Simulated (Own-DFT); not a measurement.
Simulation results for GaP (zincblende, atoms displaced)

Computed with Own-DFT development build. A calculation, not a measurement: plane-wave PBE density functional theory by an unreviewed code, no spin, of a simulated periodic cell, stress positive in tension, free energy of the whole cell less one offset for each atom, forces on such cells passed a denser k mesh, this cell's mesh not checked; offsets are fitted by least squares, one for each functional and potential file, so energies compare only between cells with the same atoms and settings and are not formation energies; the far tail of each file's local potential was reset to the Coulomb form; each entry is a single point on an unrelaxed cell, so the pressure reflects the starting lattice, mostly measured values (interpolated for alloys), from which strain is counted, and rises with the displacements; printed positions are rounded, which can move forces by about a meV/angstrom; the program, named Own-DFT, is a retired in-house code; no spin-orbit coupling.

Common to all runs: functional PBE; potential files PseudoDojo norm-conserving, scalar-relativistic, standard set; wave cutoff 42 hartree; occupations Fermi-Dirac; smearing width 0.1 eV; hardware one NVIDIA H100; k mesh 3 x 3 x 3 centred on Gamma.

(1) GaP (zincblende, atoms displaced)

```
cell vectors (Å)
  10.9010     0.0000     0.0000
   0.0000    10.9010     0.0000
   0.0000     0.0000    10.9010
atoms (fractions of the cell vectors)
Ga  0.99888  0.00085  0.00106
Ga  0.99342  0.25280  0.24277
Ga  0.24830  0.00255  0.25466
Ga  0.24646  0.24334  0.98885
P   0.12271  0.12549  0.13063
P   0.12991  0.37622  0.36921
P   0.37110  0.12130  0.36878
P   0.37530  0.37220  0.11890
Ga  0.00969  0.99748  0.50263
Ga  0.00383  0.24922  0.74963
Ga  0.25170  0.99414  0.74547
Ga  0.25321  0.25184  0.49585
P   0.12718  0.13012  0.63163
P   0.12067  0.37971  0.87288
P   0.37104  0.13336  0.86433
P   0.38276  0.36370  0.62603
Ga  0.00497  0.49330  0.99755
Ga  0.00043  0.74577  0.25988
Ga  0.25133  0.49589  0.25007
Ga  0.24622  0.74991  0.01054
P   0.12873  0.62813  0.12910
P   0.13244  0.87695  0.37865
P   0.37489  0.62700  0.36987
P   0.37679  0.88158  0.12228
Ga  0.00302  0.49602  0.49571
Ga  0.00334  0.75555  0.75153
Ga  0.25104  0.49696  0.75482
Ga  0.25135  0.75562  0.50231
P   0.12073  0.61919  0.62602
P   0.13188  0.87495  0.87253
P   0.37497  0.61165  0.87146
P   0.37764  0.86957  0.62784
Ga  0.50159  0.00104  0.99932
Ga  0.49336  0.24983  0.24897
Ga  0.75882  0.00065  0.24578
Ga  0.75925  0.24667  0.99193
P   0.63080  0.12497  0.12154
P   0.61925  0.37269  0.37758
P   0.87960  0.11669  0.37325
P   0.87859  0.37869  0.12365
Ga  0.49712  0.99793  0.49485
Ga  0.49976  0.24652  0.74945
Ga  0.75124  0.99987  0.75821
Ga  0.75927  0.24768  0.50438
P   0.62277  0.12148  0.62474
P   0.62288  0.36869  0.87941
P   0.87688  0.12698  0.87728
P   0.86894  0.37742  0.61715
Ga  0.49605  0.49575  0.99131
Ga  0.49927  0.75176  0.25448
Ga  0.75084  0.51027  0.25313
Ga  0.75035  0.75146  0.00384
P   0.62105  0.62753  0.12972
P   0.62008  0.87930  0.37098
P   0.88578  0.62158  0.37570
P   0.86838  0.86618  0.12983
Ga  0.49597  0.49910  0.50490
Ga  0.50790  0.74967  0.74925
Ga  0.74687  0.50858  0.75335
Ga  0.75659  0.75291  0.50170
P   0.62823  0.62144  0.62170
P   0.62189  0.87427  0.87797
P   0.87990  0.62779  0.87638
P   0.87954  0.87054  0.61625
```

```
free energy of cell above offsets : -33.483 eV
pressure                          : 3.23 GPa
stress xx                         : -3.26 GPa
stress yy                         : -3.22 GPa
stress zz                         : -3.19 GPa
stress yz                         : -0.25 GPa
stress xz                         : -0.14 GPa
stress xy                         : -0.31 GPa
wall time                         : 545.6 s
```

Force:
```csv
element,x (eV/Å),y (eV/Å),z (eV/Å)
Ga,0.205,-0.626,0.405
Ga,0.524,-0.309,0.928
Ga,-0.087,-0.505,-1.051
Ga,-0.356,0.682,1.053
P,0.161,-0.091,-0.865
P,-0.73,-0.696,0.42
P,0.517,0.55,0.922
P,-0.607,-0.153,-0.022
Ga,-0.253,0.585,0.017
Ga,-0.995,0.745,-0.162
Ga,0.226,0.639,0.149
Ga,-0.158,-0.263,0.162
P,0.38,-0.666,-1.049
P,0.64,-1.099,-0.181
P,0.299,-1.811,0.726
P,-1.196,1.311,-0.193
Ga,-0.391,1.384,0.717
Ga,0.648,0.818,-0.864
Ga,0.576,0.464,-0.633
Ga,0.98,0.116,-1.072
P,-0.813,-0.834,0.117
P,-0.633,-0.293,-0.368
P,-0.287,-0.324,1.015
P,-0.346,-0.454,0.559
Ga,0.253,-0.331,0.415
Ga,-0.099,-0.57,-0.332
Ga,-0.181,-0.473,-1.438
Ga,-0.023,-1.344,0.105
P,0.742,0.507,0.009
P,-0.556,0.079,0.736
P,0.082,2.267,0.347
P,0.287,0.437,-0.307
Ga,-0.319,0.814,-0.279
Ga,0.808,-0.032,-0.339
Ga,-1.164,-0.017,0.252
Ga,-0.954,0.859,1.302
P,-0.189,0.288,0.225
P,0.829,0.082,-0.159
P,0.267,0.851,0.417
P,-1.045,0.205,-0.189
Ga,-0.048,0.199,0.518
Ga,1.072,0.056,-0.058
Ga,-0.109,-0.282,-1.02
Ga,-1.331,-0.737,-1.044
P,0.516,-0.125,0.019
P,0.697,0.401,-0.806
P,0.782,-0.691,-0.884
P,1.082,0.352,1.474
Ga,0.714,-0.026,1.274
Ga,-0.145,0.248,-0.672
Ga,-0.391,-0.999,-0.065
Ga,-0.56,-0.78,-0.377
P,-0.036,-0.307,-0.891
P,1.258,-0.3,0.332
P,-1.31,0.202,0.551
P,1.617,0.542,-0.177
Ga,0.041,0.024,-0.624
Ga,-0.48,-0.757,0.101
Ga,0.285,-0.966,0.239
Ga,-0.956,-0.635,-1.044
P,-0.173,0.783,-0.078
P,0.586,-0.084,-0.039
P,-0.272,-0.011,0.205
P,0.12,1.1,1.572
```

(2) GaP (zincblende, atoms displaced)

```
cell vectors (Å)
  10.9010     0.0000     0.0000
   0.0000    10.9010     0.0000
   0.0000     0.0000    10.9010
atoms (fractions of the cell vectors)
Ga  0.00876  0.99883  0.00035
Ga  0.00217  0.24006  0.24680
Ga  0.25314  0.99598  0.24701
Ga  0.25039  0.25575  0.99432
P   0.13077  0.12304  0.13239
P   0.11904  0.37363  0.37182
P   0.37955  0.12521  0.37919
P   0.37357  0.37821  0.12527
Ga  0.99928  0.00341  0.50352
Ga  0.99946  0.24511  0.75588
Ga  0.25588  0.00345  0.75664
Ga  0.24557  0.24699  0.49302
P   0.12092  0.12214  0.62736
P   0.12355  0.36868  0.87798
P   0.38320  0.12333  0.87527
P   0.37565  0.37493  0.62873
Ga  0.99985  0.49390  0.00210
Ga  0.00347  0.75166  0.24540
Ga  0.24816  0.50384  0.24822
Ga  0.24975  0.74814  0.99717
P   0.12804  0.62480  0.12437
P   0.12507  0.87625  0.38243
P   0.37897  0.62428  0.36831
P   0.38006  0.87713  0.13202
Ga  0.99548  0.49661  0.50170
Ga  0.00294  0.76158  0.75852
Ga  0.24567  0.49814  0.75623
Ga  0.24568  0.75709  0.49878
P   0.12227  0.63165  0.62761
P   0.12762  0.86934  0.88246
P   0.37795  0.62343  0.86786
P   0.37385  0.87486  0.63426
Ga  0.50554  0.99751  0.99242
Ga  0.50153  0.25251  0.25287
Ga  0.74873  0.99799  0.25205
Ga  0.74973  0.24845  0.00408
P   0.62774  0.12180  0.11811
P   0.62390  0.38604  0.37103
P   0.87131  0.11765  0.37291
P   0.88775  0.37863  0.12381
Ga  0.50275  0.99163  0.50459
Ga  0.50084  0.25841  0.75066
Ga  0.75068  0.00289  0.74717
Ga  0.74733  0.24887  0.49840
P   0.62314  0.12760  0.62996
P   0.62531  0.37602  0.87564
P   0.86988  0.12280  0.86615
P   0.88033  0.37999  0.61917
Ga  0.49802  0.50469  0.99685
Ga  0.49961  0.74404  0.24843
Ga  0.74528  0.49790  0.24768
Ga  0.74991  0.74889  0.00631
P   0.61636  0.62157  0.13267
P   0.62489  0.87673  0.38296
P   0.87637  0.62879  0.37483
P   0.87703  0.88329  0.12847
Ga  0.49755  0.50016  0.49906
Ga  0.49675  0.74796  0.74886
Ga  0.74257  0.50505  0.75178
Ga  0.75588  0.75218  0.50064
P   0.62800  0.61946  0.63150
P   0.62901  0.86752  0.87423
P   0.88285  0.62438  0.87744
P   0.87396  0.87268  0.62492
```

```
free energy of cell above offsets : -33.665 eV
pressure                          : 3.17 GPa
stress xx                         : -3.21 GPa
stress yy                         : -3.15 GPa
stress zz                         : -3.16 GPa
stress yz                         : 0.47 GPa
stress xz                         : -0.04 GPa
stress xy                         : 0.35 GPa
wall time                         : 537.8 s
```

Force:
```csv
element,x (eV/Å),y (eV/Å),z (eV/Å)
Ga,-0.735,0.642,0.076
Ga,-0.524,0.519,0.6
Ga,0.06,0.254,1.262
Ga,0.745,-1.036,1.033
P,0.192,0.1,-1.445
P,0.416,0.203,0.046
P,-0.093,-0.51,-0.339
P,0.137,-0.208,-0.234
Ga,-0.344,-0.516,-0.138
Ga,-0.236,0.571,-1.004
Ga,-0.746,-0.198,-0.183
Ga,0.167,0.293,0.738
P,0.836,0.332,0.231
P,-0.317,0.636,-0.461
P,-0.539,0.847,0.118
P,-0.862,0.098,-0.738
Ga,0.881,1.129,-0.67
Ga,-0.153,0.128,0.53
Ga,0.048,-0.591,0.344
Ga,1.123,-0.334,0.753
P,-0.375,0.042,-0.371
P,-0.354,0.542,-1.236
P,-1.016,0.199,1.292
P,0.029,-0.491,-1.397
Ga,0.977,1.232,-0.677
Ga,-0.548,-1.01,-0.822
Ga,-0.074,0.18,-0.838
Ga,0.97,-1.03,0.534
P,0.088,-0.579,0.004
P,0.474,1.389,-0.495
P,-0.714,0.124,0.886
P,-0.089,-0.032,-0.921
Ga,-0.05,-0.458,0.6
Ga,0.022,-0.195,-0.495
Ga,-0.513,-0.008,-0.167
Ga,0.698,0.508,-0.521
P,-0.43,0.166,1.117
P,0.004,-1.562,0.734
P,0.299,0.934,0.347
P,-1.892,-1.265,0.9
Ga,-0.547,1.007,0.535
Ga,0.061,-0.622,0.055
Ga,-0.488,-0.861,-0.255
Ga,0.203,0.389,-0.057
P,-0.083,-0.042,-0.535
P,0.224,0.093,0.589
P,0.739,0.113,1.697
P,-1.375,-1.226,1.559
Ga,-0.006,-0.503,0.235
Ga,0.144,1.227,0.756
Ga,1.339,0.574,-0.114
Ga,0.372,-0.334,0.174
P,1.206,0.115,-1.354
P,0.177,-0.904,-1.01
P,-0.071,-0.459,-0.532
P,-0.016,-0.805,-0.438
Ga,0.012,0.276,0.47
Ga,0.831,0.004,-0.111
Ga,1.745,-0.895,0.53
Ga,-0.631,-0.656,0.133
P,-0.915,1.352,-1.565
P,-0.091,0.348,-0.284
P,-0.803,0.106,0.052
P,0.41,0.656,0.481
```

(3) GaP (zincblende, atoms displaced)

```
cell vectors (Å)
  10.9010     0.0000     0.0000
   0.0000    10.9010     0.0000
   0.0000     0.0000    10.9010
atoms (fractions of the cell vectors)
Ga  0.99972  0.00446  0.00049
Ga  0.00383  0.24427  0.24960
Ga  0.26333  0.99692  0.24506
Ga  0.25825  0.24505  0.99977
P   0.12226  0.12234  0.12490
P   0.12477  0.37903  0.37886
P   0.36947  0.12761  0.38291
P   0.37555  0.35754  0.12858
Ga  0.00377  0.99896  0.50090
Ga  0.99853  0.24489  0.75087
Ga  0.25193  0.99261  0.76007
Ga  0.25748  0.24727  0.49802
P   0.12457  0.12471  0.62179
P   0.12617  0.37201  0.87606
P   0.37271  0.12680  0.86845
P   0.37345  0.36908  0.61785
Ga  0.00368  0.50516  0.99244
Ga  0.99113  0.75140  0.24284
Ga  0.24582  0.49539  0.24757
Ga  0.25548  0.74955  0.99537
P   0.12287  0.62802  0.13345
P   0.12236  0.87984  0.36909
P   0.37426  0.62639  0.37773
P   0.37399  0.87198  0.13344
Ga  0.00096  0.49576  0.50963
Ga  0.99349  0.74642  0.74954
Ga  0.24591  0.50199  0.75124
Ga  0.25169  0.76446  0.49791
P   0.12435  0.62583  0.62274
P   0.11976  0.87133  0.88007
P   0.37162  0.62725  0.87857
P   0.37511  0.86808  0.62029
Ga  0.50226  0.99579  0.00364
Ga  0.48958  0.25122  0.24313
Ga  0.75097  0.01191  0.25227
Ga  0.75097  0.25083  0.99207
P   0.62836  0.12508  0.12212
P   0.62440  0.37357  0.37878
P   0.87067  0.12159  0.37453
P   0.87463  0.37609  0.12445
Ga  0.50558  0.00630  0.49678
Ga  0.50220  0.25067  0.74580
Ga  0.74825  0.00100  0.74989
Ga  0.75660  0.24949  0.49545
P   0.62890  0.12071  0.62027
P   0.62402  0.36969  0.87594
P   0.87524  0.12861  0.87029
P   0.88106  0.38113  0.62780
Ga  0.50113  0.49740  0.00767
Ga  0.50518  0.73989  0.25458
Ga  0.74680  0.50050  0.24974
Ga  0.74541  0.74521  0.01056
P   0.62880  0.62677  0.13075
P   0.62106  0.87655  0.36958
P   0.87776  0.61697  0.38443
P   0.88430  0.87999  0.13428
Ga  0.50027  0.49901  0.49524
Ga  0.49829  0.75206  0.74416
Ga  0.74910  0.50040  0.74824
Ga  0.75277  0.75261  0.50341
P   0.62281  0.61987  0.62863
P   0.62264  0.87907  0.86926
P   0.87531  0.63752  0.87464
P   0.87533  0.86521  0.62612
```

```
free energy of cell above offsets : -32.794 eV
pressure                          : 3.37 GPa
stress xx                         : -3.39 GPa
stress yy                         : -3.32 GPa
stress zz                         : -3.4 GPa
stress yz                         : -0.35 GPa
stress xz                         : -0.26 GPa
stress xy                         : 0.55 GPa
wall time                         : 534.6 s
```

Force:
```csv
element,x (eV/Å),y (eV/Å),z (eV/Å)
Ga,-0.168,-0.312,-0.274
Ga,-0.462,0.813,0.361
Ga,-1.729,1.005,1.101
Ga,-1.367,-0.197,-0.342
P,1.279,0.089,-0.07
P,0.004,-1.007,-0.09
P,1.303,-1.001,-1.711
P,-1.264,3.119,-1.291
Ga,-0.558,-0.228,-0.006
Ga,0.724,0.685,-0.532
Ga,-0.545,-0.027,-1.109
Ga,-1.955,0.681,0.461
P,0.483,-0.19,0.643
P,0.154,-0.074,0.016
P,0.951,-0.53,0.614
P,0.466,1.153,1.056
Ga,-0.278,-0.052,0.716
Ga,0.978,-1.084,2.068
Ga,0.461,0.24,0.314
Ga,-1.087,0.362,1.308
P,0.48,-0.25,-1.371
P,0.293,-0.321,-0.168
P,-0.396,-0.402,-0.325
P,1.341,-0.971,-1.412
Ga,0.649,0.588,-0.839
Ga,1.343,0.351,-0.309
Ga,0.282,-0.39,-0.337
Ga,-1.142,-1.31,-0.72
P,0.416,0.566,0.224
P,0.133,0.077,-0.374
P,1.111,-0.834,-0.553
P,0.571,1.849,0.751
Ga,-0.478,0.295,-0.246
Ga,2.367,-1.713,2.296
Ga,-0.571,-1.445,-0.53
Ga,0.275,0.015,0.955
P,-0.475,0.403,-0.036
P,-0.159,-0.273,-1.002
P,1.438,0.578,0.578
P,0.212,-0.052,-0.327
Ga,-0.704,-0.855,-0.008
Ga,-0.147,-0.246,-0.333
Ga,0.603,-0.326,-0.323
Ga,-0.246,0.479,0.694
P,0.207,0.927,0.417
P,-0.161,0.958,-0.349
P,-0.286,-0.906,0.488
P,-1.017,-1.393,0.431
Ga,-0.255,-0.091,-0.357
Ga,-0.762,0.799,0.122
Ga,0.778,-0.572,0.774
Ga,0.88,1.66,-0.982
P,-0.762,-0.89,-0.313
P,0.866,0.04,0.454
P,-0.455,0.815,-0.94
P,-2.164,0.763,-1.46
Ga,-0.209,0.034,0.576
Ga,0.198,-0.576,0.586
Ga,0.221,0.069,0.722
Ga,-0.851,-0.747,-0.692
P,-0.057,0.527,-0.62
P,0.108,-0.836,0.865
P,-0.956,-1.635,0.723
P,0.094,1.797,0.039
```
